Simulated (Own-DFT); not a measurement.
## Calculated data, Si$_{47}$N$_{64}$ (beta silicon nitride with one vacancy, atoms displaced)

Computed with Own-DFT development build. A calculation, not a measurement: plane-wave PBE density functional theory by an unreviewed code, no spin, of a simulated periodic cell, stress positive in tension, free energy of the whole cell less one offset for each atom, defect cell not probed for a lower state with spin; forces on such cells moved up to 12 meV/angstrom on a denser k mesh; offsets are fitted by least squares, one for each functional and potential file, so energies compare only between cells with the same atoms and settings and are not formation energies; the far tail of each file's local potential was reset to the Coulomb form; each entry is a single point on an unrelaxed cell, so the pressure reflects the starting lattice, mostly measured values (interpolated for alloys), from which strain is counted, and rises with the displacements; printed positions are rounded, which can move forces by about a meV/angstrom; the program, named Own-DFT, is a retired in-house code; no spin-orbit coupling; before rounding, a Quantum ESPRESSO 7.3.1 run of the same cell and cutoff gave forces within 1 meV/angstrom rms on each cell, which checks the program and not the settings.

Common to all runs: functional PBE; potential files PseudoDojo norm-conserving, scalar-relativistic, standard set; wave cutoff 42 hartree; occupations Fermi-Dirac; smearing width 0.1 eV; k mesh 2 x 2 x 4 centred on Gamma.

(1) Si$_{47}$N$_{64}$ (beta silicon nitride with one vacancy, atoms displaced)

```cif
# cell vector a (Å): 15.2120 0.0000 0.0000
# cell vector b (Å): -7.6060 13.1740 0.0000
# cell vector c (Å): 0.0000 0.0000 5.8180
data_Si47N64
_symmetry_space_group_name_H-M 'P 1'
_symmetry_Int_Tables_number 1
_cell_length_a 15.2120
_cell_length_b 15.2120
_cell_length_c 5.8180
_cell_angle_alpha 90.000
_cell_angle_beta 90.000
_cell_angle_gamma 120.000
_cell_volume 1165.94
loop_
_atom_site_label
_atom_site_type_symbol
_atom_site_fract_x
_atom_site_fract_y
_atom_site_fract_z
_atom_site_occupancy
Si1 Si 0.08361 0.38530 0.12030 1
Si2 Si 0.11323 0.20296 0.12341 1
Si3 Si 0.29583 0.41272 0.13518 1
Si4 Si 0.40921 0.11209 0.38376 1
Si5 Si 0.38800 0.29758 0.37250 1
Si6 Si 0.20025 0.08583 0.36817 1
N1 N 0.16650 0.01222 0.11915 1
N2 N 0.48458 0.15049 0.13171 1
N3 N 0.35096 0.33611 0.12741 1
N4 N 0.33947 0.48641 0.37111 1
N5 N 0.01658 0.35043 0.37260 1
N6 N 0.14924 0.17128 0.37864 1
N7 N 0.16609 0.33152 0.12466 1
N8 N 0.33418 0.16681 0.37429 1
Si7 Si 0.08650 0.38307 0.63085 1
Si8 Si 0.11272 0.19811 0.62063 1
Si9 Si 0.29500 0.41379 0.62154 1
Si10 Si 0.40798 0.11347 0.87644 1
Si11 Si 0.38847 0.29618 0.87456 1
Si12 Si 0.19927 0.08373 0.87460 1
N9 N 0.16560 0.01433 0.62250 1
N10 N 0.48072 0.15014 0.62948 1
N11 N 0.35167 0.33550 0.62365 1
N12 N 0.32662 0.47714 0.88068 1
N13 N 0.01236 0.34781 0.88403 1
N14 N 0.15569 0.16907 0.87286 1
N15 N 0.17238 0.33829 0.61858 1
N16 N 0.33369 0.16656 0.87045 1
Si13 Si 0.08573 0.88307 0.13106 1
Si14 Si 0.11892 0.69855 0.12767 1
Si15 Si 0.29878 0.91216 0.12257 1
Si16 Si 0.40738 0.61228 0.37173 1
Si17 Si 0.38833 0.80345 0.37821 1
Si18 Si 0.20143 0.58755 0.37442 1
N17 N 0.16551 0.51842 0.12343 1
N18 N 0.48429 0.65017 0.12482 1
N19 N 0.35113 0.82989 0.12783 1
N20 N 0.33395 0.98583 0.37838 1
N21 N 0.01669 0.84779 0.36473 1
N22 N 0.15100 0.66703 0.37427 1
N23 N 0.16608 0.83275 0.12147 1
N24 N 0.33507 0.66809 0.37229 1
Si19 Si 0.08718 0.88519 0.63041 1
Si20 Si 0.11829 0.70011 0.61815 1
Si21 Si 0.29695 0.91013 0.63304 1
Si22 Si 0.41513 0.61580 0.87344 1
Si23 Si 0.38129 0.79501 0.86997 1
Si24 Si 0.20433 0.58883 0.88230 1
N25 N 0.16072 0.51237 0.63168 1
N26 N 0.48183 0.65026 0.62281 1
N27 N 0.34586 0.82948 0.62348 1
N28 N 0.33716 0.98877 0.88293 1
N29 N 0.01507 0.84837 0.87534 1
N30 N 0.14953 0.66750 0.87422 1
N31 N 0.17266 0.83426 0.61941 1
N32 N 0.33317 0.66724 0.87460 1
Si25 Si 0.58895 0.38476 0.12810 1
Si26 Si 0.61712 0.20609 0.13178 1
Si27 Si 0.79675 0.41561 0.12008 1
Si28 Si 0.90989 0.11318 0.37671 1
Si29 Si 0.88415 0.29852 0.37556 1
Si30 Si 0.70389 0.09177 0.36951 1
N33 N 0.67188 0.01960 0.12365 1
N34 N 0.98301 0.14883 0.13427 1
N35 N 0.84863 0.33194 0.12159 1
N36 N 0.83458 0.48366 0.37659 1
N37 N 0.51753 0.35036 0.38338 1
N38 N 0.65065 0.16961 0.37372 1
N39 N 0.67116 0.33370 0.13279 1
N40 N 0.83432 0.16473 0.37217 1
Si31 Si 0.58531 0.38225 0.62597 1
Si32 Si 0.61731 0.20521 0.62372 1
Si33 Si 0.79343 0.41066 0.62661 1
Si34 Si 0.91014 0.11307 0.87635 1
Si35 Si 0.87945 0.29651 0.87384 1
Si36 Si 0.70328 0.08792 0.88218 1
N41 N 0.66555 0.01801 0.62855 1
N42 N 0.98548 0.15081 0.62609 1
N43 N 0.84737 0.33514 0.61834 1
N44 N 0.83569 0.48553 0.88030 1
N45 N 0.51528 0.34730 0.87477 1
N46 N 0.65117 0.16658 0.87949 1
N47 N 0.66742 0.33256 0.62850 1
N48 N 0.83434 0.16558 0.88219 1
Si37 Si 0.58927 0.88659 0.12750 1
Si38 Si 0.61207 0.69886 0.12870 1
Si39 Si 0.79893 0.91449 0.12743 1
Si40 Si 0.91548 0.61165 0.36550 1
Si41 Si 0.88460 0.79600 0.37307 1
Si42 Si 0.70347 0.58514 0.37051 1
N49 N 0.66582 0.51860 0.12535 1
N50 N 0.98161 0.64781 0.12289 1
N51 N 0.85046 0.83405 0.11507 1
N52 N 0.83302 0.98346 0.37826 1
N53 N 0.51475 0.84923 0.38121 1
N54 N 0.65057 0.66716 0.37233 1
N55 N 0.66901 0.83426 0.12594 1
N56 N 0.83246 0.66749 0.37448 1
Si43 Si 0.58805 0.88455 0.61855 1
Si44 Si 0.79659 0.91055 0.62609 1
Si45 Si 0.91235 0.61274 0.88061 1
Si46 Si 0.88193 0.79674 0.87817 1
Si47 Si 0.70194 0.58718 0.88121 1
N57 N 0.67018 0.51886 0.62061 1
N58 N 0.98514 0.64902 0.62135 1
N59 N 0.84991 0.83401 0.63223 1
N60 N 0.83032 0.98206 0.88127 1
N61 N 0.51557 0.85288 0.87819 1
N62 N 0.65053 0.66504 0.87597 1
N63 N 0.66419 0.83020 0.62384 1
N64 N 0.83684 0.66826 0.87317 1
```

* free energy of cell above offsets: -4.559 eV
* pressure: 6.15 GPa
* stress xx: -4.93 GPa
* stress yy: -6.45 GPa
* stress zz: -7.08 GPa
* stress yz: 0.51 GPa
* stress xz: 0.08 GPa
* stress xy: -0.66 GPa

Force:
```csv
element,x (eV/Å),y (eV/Å),z (eV/Å)
Si,2.347,0.002,1.394
Si,0.502,0.17,-0.187
Si,0.589,-1.318,-1.727
Si,0.659,1.662,-1.191
Si,-1.773,0.025,0.641
Si,0.477,1.517,0.596
N,-0.618,0.764,0.903
N,-0.065,-0.019,-0.319
N,1.157,-0.506,-0.315
N,-0.844,-1.474,0.917
N,-1,-0.089,1.018
N,2.669,-2.591,-2.201
N,-1.649,1.147,0.024
N,-1.195,-0.559,-0.19
Si,0.529,-0.569,-0.512
Si,0.033,2.99,2.02
Si,3.015,0.378,0.867
Si,1.837,2.507,1.038
Si,-3.26,0.375,-0.087
Si,1.1,1.69,-0.567
N,-0.457,0.328,-0.357
N,1.961,0.616,0.042
N,0.32,0.13,0.029
N,0.409,3.002,-0.405
N,-0.648,-0.084,-2.253
N,-1.241,-0.612,0.424
N,-3.245,-3.38,0.14
N,-1.292,-0.754,0.327
Si,1.478,-0.456,-2.64
Si,-3.428,2.483,-1.264
Si,-0.646,-0.398,1.393
Si,2.571,2.415,0.993
Si,0.688,-2.716,-0.388
Si,1.587,-0.263,1.194
N,-0.388,-1.355,0.934
N,-1.131,-0.476,0.109
N,-2.249,1.768,-0.893
N,0.471,-2.283,0.136
N,-1.294,-0.142,3.227
N,1.459,-1.341,-0.135
N,1.054,-0.684,0.148
N,-2.007,0.207,0.062
Si,1.051,-1.495,-1.085
Si,-2.702,1.857,1.681
Si,0.202,2.053,-0.858
Si,-0.096,-1.063,-0.434
Si,2.155,0.264,1.07
Si,0,-0.068,-1.891
N,-0.058,1.982,-0.56
N,-0.759,-0.357,-0.572
N,-0.392,0.975,0.517
N,0.137,-3.334,-0.948
N,-0.147,0.273,0.248
N,1.731,-1.269,-0.181
N,-2.75,-1.341,0.316
N,0.247,-0.681,0.092
Si,0.177,0.009,-0.019
Si,-1.02,-1.259,-1.66
Si,1.592,-1.197,1.723
Si,0.769,0.281,0.496
Si,1.042,-0.929,-0.892
Si,0.425,-0.813,1.64
N,-0.798,-1.785,1.384
N,0.217,-0.376,-1.655
N,-1.281,1.234,0.761
N,-0.012,-0.448,-0.291
N,0.062,-0.06,-1.957
N,1.157,-0.876,0.79
N,-2.206,0.957,-0.362
N,-1.381,1.702,0.437
Si,1.256,1.918,0.713
Si,-1.084,-1.722,1.334
Si,0.495,1.526,-0.206
Si,0.685,0.362,0.475
Si,1.423,-0.917,-0.376
Si,0.097,0.615,-1.912
N,-0.318,0.068,-1.055
N,-1.051,-0.805,0.459
N,0.681,-0.337,1.081
N,-0.135,-0.974,-1.613
N,1.427,0.892,0.949
N,-0.322,0.305,-0.31
N,-1.386,0.427,0.13
N,-0.988,0.805,-0.6
Si,0.042,-0.462,-0.419
Si,0.314,0.956,-0.963
Si,0.066,-1.556,0.27
Si,-2.414,1.247,2.487
Si,-0.776,0.184,0.33
Si,-1.641,2.972,1.53
N,0.42,-3.498,-0.247
N,3.063,0.795,-0.06
N,-0.764,1.105,2.843
N,0.493,0.158,0.098
N,0.357,1.038,-1.58
N,1.414,-0.962,-0.412
N,-0.921,-0.135,0.168
N,1.92,-0.954,-0.252
Si,0.745,-0.195,2.262
Si,-1.019,-1.378,0.463
Si,-0.532,1.875,-2.282
Si,1.564,-0.766,-1.414
Si,0.081,2.018,-2.367
N,-0.227,-2.651,1.35
N,0.716,-0.227,0.237
N,0.596,0.537,-1.827
N,0.552,1.275,-1.261
N,-0.336,0.036,-0.469
N,-0.093,0.071,1.514
N,0.323,1.244,-0.091
N,-0.568,-1.23,0.284
```

(2) Si$_{47}$N$_{64}$ (beta silicon nitride with one vacancy, atoms displaced)

```cif
# cell vector a (Å): 15.2120 0.0000 0.0000
# cell vector b (Å): -7.6060 13.1740 0.0000
# cell vector c (Å): 0.0000 0.0000 5.8180
data_Si47N64
_symmetry_space_group_name_H-M 'P 1'
_symmetry_Int_Tables_number 1
_cell_length_a 15.2120
_cell_length_b 15.2120
_cell_length_c 5.8180
_cell_angle_alpha 90.000
_cell_angle_beta 90.000
_cell_angle_gamma 120.000
_cell_volume 1165.94
loop_
_atom_site_label
_atom_site_type_symbol
_atom_site_fract_x
_atom_site_fract_y
_atom_site_fract_z
_atom_site_occupancy
Si1 Si 0.08407 0.38038 0.13030 1
Si2 Si 0.11385 0.20178 0.12465 1
Si3 Si 0.29694 0.41531 0.11770 1
Si4 Si 0.40742 0.11019 0.38084 1
Si5 Si 0.38615 0.29681 0.37972 1
Si6 Si 0.20220 0.08548 0.38383 1
N1 N 0.16456 0.01577 0.12123 1
N2 N 0.48518 0.14790 0.12288 1
N3 N 0.35094 0.33291 0.14139 1
N4 N 0.33164 0.48415 0.37482 1
N5 N 0.01430 0.34597 0.37853 1
N6 N 0.15295 0.16643 0.37477 1
N7 N 0.16685 0.33567 0.12822 1
N8 N 0.33357 0.16532 0.37475 1
Si7 Si 0.08913 0.38427 0.62862 1
Si8 Si 0.11321 0.20368 0.62468 1
Si9 Si 0.30011 0.41829 0.63180 1
Si10 Si 0.41631 0.11703 0.87403 1
Si11 Si 0.38197 0.29549 0.87073 1
Si12 Si 0.20185 0.08675 0.86951 1
N9 N 0.16306 0.01187 0.62193 1
N10 N 0.48339 0.14995 0.62083 1
N11 N 0.34957 0.33251 0.63156 1
N12 N 0.33137 0.48533 0.87231 1
N13 N 0.01398 0.35003 0.87236 1
N14 N 0.15045 0.16580 0.87539 1
N15 N 0.16172 0.33343 0.62054 1
N16 N 0.32898 0.16435 0.86755 1
Si13 Si 0.08821 0.88422 0.12726 1
Si14 Si 0.11202 0.70048 0.13446 1
Si15 Si 0.29897 0.91703 0.12130 1
Si16 Si 0.41361 0.61295 0.37511 1
Si17 Si 0.38072 0.79588 0.36983 1
Si18 Si 0.20228 0.58562 0.37468 1
N17 N 0.16215 0.51631 0.13011 1
N18 N 0.48796 0.65195 0.12822 1
N19 N 0.35131 0.83607 0.12700 1
N20 N 0.33654 0.98561 0.38926 1
N21 N 0.01462 0.84593 0.37671 1
N22 N 0.15270 0.66835 0.37441 1
N23 N 0.16734 0.83457 0.12068 1
N24 N 0.33336 0.66630 0.37028 1
Si19 Si 0.08604 0.88604 0.63190 1
Si20 Si 0.29818 0.91339 0.62896 1
Si21 Si 0.40973 0.61263 0.88118 1
Si22 Si 0.38567 0.79956 0.87372 1
Si23 Si 0.20017 0.58830 0.87202 1
N25 N 0.16718 0.51444 0.62152 1
N26 N 0.48400 0.64561 0.62504 1
N27 N 0.34933 0.83259 0.63233 1
N28 N 0.33012 0.98173 0.86669 1
N29 N 0.01628 0.85368 0.86629 1
N30 N 0.14942 0.66451 0.87686 1
N31 N 0.16928 0.83505 0.63441 1
N32 N 0.33124 0.66464 0.87898 1
Si24 Si 0.58824 0.39097 0.12348 1
Si25 Si 0.61743 0.20525 0.11568 1
Si26 Si 0.80038 0.41289 0.11078 1
Si27 Si 0.91308 0.11728 0.37033 1
Si28 Si 0.88366 0.29825 0.37589 1
Si29 Si 0.69766 0.08571 0.37415 1
N33 N 0.66601 0.01674 0.12233 1
N34 N 0.98588 0.15030 0.12537 1
N35 N 0.84915 0.33229 0.12664 1
N36 N 0.83359 0.48650 0.37267 1
N37 N 0.51728 0.35017 0.37436 1
N38 N 0.65146 0.16862 0.38082 1
N39 N 0.66805 0.33298 0.12695 1
N40 N 0.82801 0.16630 0.36894 1
Si30 Si 0.58576 0.38402 0.63266 1
Si31 Si 0.61686 0.20087 0.61977 1
Si32 Si 0.79791 0.41000 0.62518 1
Si33 Si 0.91474 0.11406 0.86528 1
Si34 Si 0.88597 0.30051 0.87858 1
Si35 Si 0.69875 0.08477 0.87470 1
N41 N 0.66287 0.01578 0.62743 1
N42 N 0.98313 0.14799 0.62812 1
N43 N 0.85135 0.33289 0.62587 1
N44 N 0.83449 0.48730 0.88180 1
N45 N 0.51780 0.35074 0.87850 1
N46 N 0.65405 0.16615 0.87267 1
N47 N 0.66820 0.33294 0.63130 1
N48 N 0.83182 0.16537 0.87324 1
Si36 Si 0.58737 0.88741 0.12092 1
Si37 Si 0.61245 0.70193 0.12142 1
Si38 Si 0.79603 0.91621 0.11815 1
Si39 Si 0.90896 0.61709 0.37595 1
Si40 Si 0.88493 0.79783 0.36987 1
Si41 Si 0.70362 0.58621 0.37986 1
N49 N 0.66973 0.51425 0.11660 1
N50 N 0.98646 0.64724 0.12336 1
N51 N 0.84900 0.83356 0.12094 1
N52 N 0.83336 0.98492 0.37221 1
N53 N 0.51481 0.84789 0.37638 1
N54 N 0.65259 0.67104 0.36973 1
N55 N 0.66818 0.83540 0.12205 1
N56 N 0.83072 0.66432 0.37351 1
Si42 Si 0.59005 0.88757 0.61698 1
Si43 Si 0.61749 0.70095 0.62360 1
Si44 Si 0.79845 0.91466 0.61459 1
Si45 Si 0.91481 0.61593 0.87363 1
Si46 Si 0.88612 0.79497 0.86906 1
Si47 Si 0.70500 0.58801 0.88072 1
N57 N 0.66544 0.51291 0.62001 1
N58 N 0.98183 0.65035 0.63297 1
N59 N 0.84941 0.83322 0.63164 1
N60 N 0.83163 0.98080 0.88089 1
N61 N 0.51830 0.84750 0.87611 1
N62 N 0.65130 0.66817 0.87432 1
N63 N 0.66765 0.83477 0.62497 1
N64 N 0.83206 0.66499 0.87891 1
```

* free energy of cell above offsets: -4.773 eV
* pressure: 6.07 GPa
* stress xx: -4.96 GPa
* stress yy: -6.57 GPa
* stress zz: -6.68 GPa
* stress yz: 1.53 GPa
* stress xz: -0.02 GPa
* stress xy: -1.1 GPa

Force:
```csv
element,x (eV/Å),y (eV/Å),z (eV/Å)
Si,-0.212,1.75,-0.734
Si,1.431,0.976,0.36
Si,0.502,-2.062,2.246
Si,1.217,2.7,-1.121
Si,0.332,-0.658,0.388
Si,0.105,0.621,-2.229
N,0.027,-0.058,0.855
N,-0.282,-0.389,0.666
N,-1.431,1.356,-3.155
N,0.511,0.01,-0.302
N,-0.613,-0.128,0.19
N,-1.106,0.164,0.558
N,0.702,-1.221,-0.461
N,-0.498,0.05,0.148
Si,-2.376,0.915,-0.465
Si,1.483,0.074,-0.208
Si,-0.764,-3.211,-2.53
Si,-1.75,-0.703,-0.232
Si,1.058,-0.391,2.788
Si,-0.349,-0.479,0.769
N,-0.262,1.878,0.674
N,1.161,0.343,0.634
N,-1.478,1.61,-1.039
N,0.519,0.017,1.3
N,0.72,0.311,0.896
N,-0.728,0.218,-0.572
N,3.83,-0.339,0.471
N,2.073,0.691,0.201
Si,-0.62,0.019,-0.576
Si,1.59,0.748,-1.342
Si,-0.006,-1.633,1.071
Si,-1.091,1.443,0.346
Si,0.961,-0.284,1.867
Si,-1.07,1.972,0.384
N,0.291,-2.158,-1.334
N,-2.273,-1.881,-0.601
N,-0.759,1.125,-0.917
N,-0.102,-1.591,-2.61
N,-0.014,0.574,-0.294
N,1.091,-0.604,-0.375
N,0.422,0.12,0.348
N,0.823,-0.468,0.163
Si,2.334,-2.661,-2.134
Si,0.114,-3.117,-0.657
Si,0.359,2.699,-0.858
Si,0.869,-1.387,0.678
Si,-0.007,-0.142,0.279
N,-0.156,-0.293,0.803
N,0.206,-0.157,0.772
N,-0.092,0.969,-1.693
N,0.758,3.072,2.251
N,-0.6,-0.535,2.83
N,-0.792,0.63,1.561
N,-1.481,0.529,-0.262
N,0.66,0.758,-0.114
Si,1.768,-2.955,0.853
Si,-0.1,-0.273,1.374
Si,-1.366,-0.069,3.319
Si,-1.597,-0.034,0.362
Si,0.891,-1.133,0.058
Si,0.884,0.915,0.164
N,-0.589,-0.562,0.753
N,-0.61,-0.402,-0.657
N,-0.374,0.813,-0.276
N,0.386,-1.718,-0.118
N,-0.421,0.198,0.544
N,0.46,-0.982,-2.656
N,-0.753,1.088,-0.347
N,1.668,-0.191,0.236
Si,1.785,-0.452,-1.573
Si,-1.655,1.394,1.634
Si,-0.713,1.836,-0.447
Si,-2.761,-0.5,2.714
Si,0.53,-2.406,-0.563
Si,2.105,1.332,-0.093
N,-0.095,0.083,-0.924
N,0.709,0.189,-2.133
N,-0.992,0.97,0.265
N,0.36,-1.227,-2.301
N,-2.095,-0.812,-0.032
N,-1.517,0.374,-0.124
N,-0.721,-0.51,-0.037
N,0.722,0.108,-0.076
Si,0.878,-1.435,1.013
Si,1.979,2.309,0.105
Si,1.104,-2.906,1.941
Si,3.537,-0.214,0.978
Si,-0.705,-0.414,0.521
Si,-1.013,0.382,-1.363
N,-0.727,1.677,1.872
N,-2.768,-0.459,0.897
N,0.048,0.516,0.044
N,0.359,1.268,-0.424
N,-0.465,0.431,-0.911
N,1.467,-1.851,0.186
N,-1.055,-0.526,0.141
N,-0.778,1.831,-0.151
Si,-0.218,-1.953,1.128
Si,-1.494,1.487,-0.138
Si,-0.016,-1.661,2.017
Si,0.292,0.311,0.574
Si,-1.004,0.453,1.331
Si,-0.81,0.219,-1.856
N,-0.431,1.003,1.494
N,-0.476,0.145,-2.362
N,-0.208,0.488,-2.108
N,0.513,3.004,-3.409
N,-1.321,0.08,-1.099
N,1.02,-1.309,0.279
N,0.248,-0.414,-0.341
N,0.9,0.668,0.038
```
